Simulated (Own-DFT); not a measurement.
# Computed records: Al3GaN4 (wurtzite random alloy, strained, atoms displaced)

A calculation, not a measurement: plane-wave PBE density functional theory by an unreviewed code, no spin, of a simulated periodic cell, stress positive in tension, free energy of the whole cell less one offset for each atom, forces on such cells passed a denser k mesh, this cell's mesh not checked; offsets are fitted by least squares, one for each functional and potential file, so energies compare only between cells with the same atoms and settings and are not formation energies; the far tail of each file's local potential was reset to the Coulomb form; each entry is a single point on an unrelaxed cell, so the pressure reflects the starting lattice, mostly measured values, from which strain is counted, and rises with the displacements; printed positions are rounded, which can move forces by about a meV/angstrom; the program is a retired in-house code; no spin-orbit coupling. Program: Own-DFT development build.

### Al3GaN4 (wurtzite random alloy, strained, atoms displaced)

```
Al3GaN4
1.0
      9.3703     0.0000     0.0000
     -4.6851     8.1149     0.0000
      0.0000     0.0000    10.0655
Al N Ga Al N Al N Ga Al N Al N Ga Al N Al Ga N Al Ga N Al N Al N Al N Al Ga N Ga Al N Al N Al N Al N Al Ga N Ga Al N
2 2 1 1 2 2 2 1 1 2 2 2 1 1 2 1 1 2 1 1 2 2 2 2 2 2 2 1 1 2 1 1 2 2 2 2 2 2 2 1 1 2 1 1 2
Direct
  0.11364 0.21840 0.00409
  0.22020 0.10762 0.24436
  0.11635 0.22598 0.18792
  0.23302 0.12276 0.43984
  0.10655 0.21830 0.50282
  0.21588 0.10523 0.75467
  0.10142 0.21178 0.68503
  0.22241 0.10332 0.93269
  0.11634 0.54883 0.99288
  0.22169 0.44633 0.24447
  0.10753 0.55245 0.18827
  0.22279 0.44575 0.44224
  0.10646 0.55088 0.50439
  0.23201 0.44891 0.74919
  0.12148 0.55977 0.69455
  0.21275 0.43810 0.94843
  0.11047 0.88590 0.00282
  0.22603 0.77769 0.23655
  0.10691 0.88589 0.18188
  0.21788 0.76744 0.44637
  0.11335 0.88466 0.49098
  0.22156 0.76745 0.75270
  0.11086 0.88720 0.69306
  0.21448 0.77662 0.94355
  0.43780 0.21483 0.99609
  0.56067 0.11087 0.24974
  0.44108 0.20970 0.18972
  0.56003 0.10976 0.44092
  0.44735 0.22249 0.49817
  0.55876 0.11585 0.74071
  0.44278 0.22913 0.69027
  0.55773 0.11094 0.94513
  0.44002 0.54752 0.99641
  0.55972 0.44790 0.25529
  0.44739 0.55810 0.19378
  0.57192 0.45018 0.44922
  0.44326 0.55153 0.49260
  0.55164 0.43590 0.74988
  0.43926 0.54697 0.68549
  0.55424 0.44736 0.94131
  0.44657 0.89387 0.99373
  0.55394 0.78143 0.24051
  0.44595 0.89504 0.18351
  0.55723 0.77666 0.43711
  0.44419 0.89336 0.50323
  0.55604 0.78261 0.75333
  0.44025 0.89304 0.69320
  0.55250 0.77437 0.93796
  0.77658 0.23074 0.99800
  0.89187 0.11110 0.25296
  0.77868 0.22476 0.19272
  0.88515 0.11056 0.43874
  0.78390 0.22444 0.50770
  0.87982 0.12403 0.74680
  0.78084 0.21831 0.68713
  0.89179 0.11186 0.95170
  0.77375 0.55532 0.00377
  0.88498 0.43738 0.25561
  0.77724 0.56237 0.18822
  0.89649 0.44577 0.44089
  0.77022 0.55561 0.49514
  0.88629 0.44655 0.75075
  0.78422 0.55068 0.67337
  0.88920 0.44205 0.93891
  0.77728 0.89203 0.99778
  0.87751 0.77243 0.24580
  0.78371 0.89068 0.17806
  0.87828 0.77486 0.44777
  0.78276 0.89378 0.49903
  0.88276 0.77087 0.74245
  0.77846 0.88881 0.68653
  0.88074 0.77047 0.94018
```

| Property | Result |
| --- | --- |
| functional | PBE |
| potential files | PseudoDojo norm-conserving, scalar-relativistic, standard set |
| wave cutoff | 42 hartree |
| occupations | Fermi-Dirac |
| smearing width | 0.1 eV |
| k mesh | 4 x 4 x 3 centred on Gamma |
| free energy of cell above offsets | -17.011 eV |
| pressure | 7.58 GPa |
| stress xx | -7.95 GPa |
| stress yy | -8.39 GPa |
| stress zz | -6.41 GPa |
| stress yz | -0.11 GPa |
| stress xz | -0.76 GPa |
| stress xy | 0.26 GPa |

Force:
| element | x (eV/Å) | y (eV/Å) | z (eV/Å) |
| --- | --- | --- | --- |
| Al | -0.474 | -0.501 | -0.769 |
| Al | 0.193 | 0.23 | 0.941 |
| N | -0.063 | -0.669 | 0.714 |
| N | 0.025 | -1.337 | -1.421 |
| Ga | 0.655 | 0.656 | -1.122 |
| Al | -0.175 | -0.16 | -2.209 |
| N | -0.016 | 1.257 | 3.019 |
| N | -0.732 | 0.727 | 2.124 |
| Al | -2.94 | 1.491 | 1.606 |
| Al | 0.118 | 0.048 | 1.155 |
| N | 0.032 | 0.11 | -0.458 |
| N | 0.732 | -0.354 | -1.478 |
| Ga | 1.319 | 0.335 | 0.137 |
| Al | -1.206 | -1.852 | 0.126 |
| N | -0.837 | -2.021 | 1.003 |
| N | 2.916 | -0.489 | -1.942 |
| Al | -1.341 | -0.476 | -1.811 |
| Al | -0.793 | -0.518 | 1.308 |
| N | 0.72 | 0.509 | 1.838 |
| N | 1.356 | 1.995 | -2.406 |
| Ga | -0.927 | 0.767 | 1.49 |
| Al | -1.546 | 2.429 | 0.217 |
| N | 0.252 | -0.593 | 0.028 |
| N | 1.915 | -0.582 | -0.474 |
| Al | 0.693 | 0.731 | 0.668 |
| Ga | -0.322 | -0.014 | 0.445 |
| N | -1.287 | 2.279 | -0.589 |
| N | -0.296 | 0.587 | 1.472 |
| Al | 0.296 | 0.346 | 0.356 |
| Ga | -1.151 | -0.109 | 1.614 |
| N | -0.168 | -1.595 | -0.619 |
| N | -1.332 | 0.073 | -1.476 |
| Al | -0.386 | 1.107 | 0.973 |
| Al | -0.355 | -0.939 | -0.523 |
| N | -0.035 | -0.527 | -0.803 |
| N | -4.28 | -2.686 | -2.699 |
| Al | 0.057 | 0.798 | 0.716 |
| Al | 0.178 | 2.309 | -0.25 |
| N | 1.156 | 0.634 | 0.18 |
| N | 0.585 | -1.457 | -0.535 |
| Al | -0.264 | -1.062 | 0.338 |
| Al | 0.705 | 0.168 | 1.077 |
| N | 0.428 | -1.717 | -0.361 |
| N | -1.356 | 0.002 | -0.597 |
| Al | 0.553 | -1.457 | -0.6 |
| Ga | 0.529 | -0.844 | -1.589 |
| N | 0.099 | -0.845 | -0.771 |
| N | -0.381 | -0.005 | 1.82 |
| Ga | 1.306 | -1.514 | 1.375 |
| Al | -0.262 | 0.119 | -1.249 |
| N | 1.368 | 0.136 | 0.14 |
| N | -0.275 | 0.99 | -0.741 |
| Al | -0.638 | 0.078 | -2.454 |
| Al | 5.336 | -3.477 | 2.437 |
| N | -2.519 | 2.989 | -0.263 |
| N | -0.212 | 0.277 | -2.275 |
| Al | 0.551 | 0.096 | -0.782 |
| Al | 0.288 | 1.438 | -0.692 |
| N | 0.667 | -3.538 | 0.299 |
| N | -2.658 | -1.335 | -0.266 |
| Al | 4.267 | 1.409 | 0.595 |
| Al | 1.064 | 0.305 | -0.289 |
| N | -1.228 | -0.117 | 3.039 |
| N | -0.612 | 2.282 | -0.85 |
| Al | 0.502 | -0.716 | -1.051 |
| Ga | 1.118 | 1.65 | 1.354 |
| N | -2.198 | 0.905 | 1.758 |
| N | 2.133 | -0.384 | -1.96 |
| Ga | -1.634 | -0.56 | 0.338 |
| Al | 0.65 | 0.598 | 0.707 |
| N | -0.19 | 0.943 | 1.676 |
| N | 0.329 | 0.647 | -0.711 |
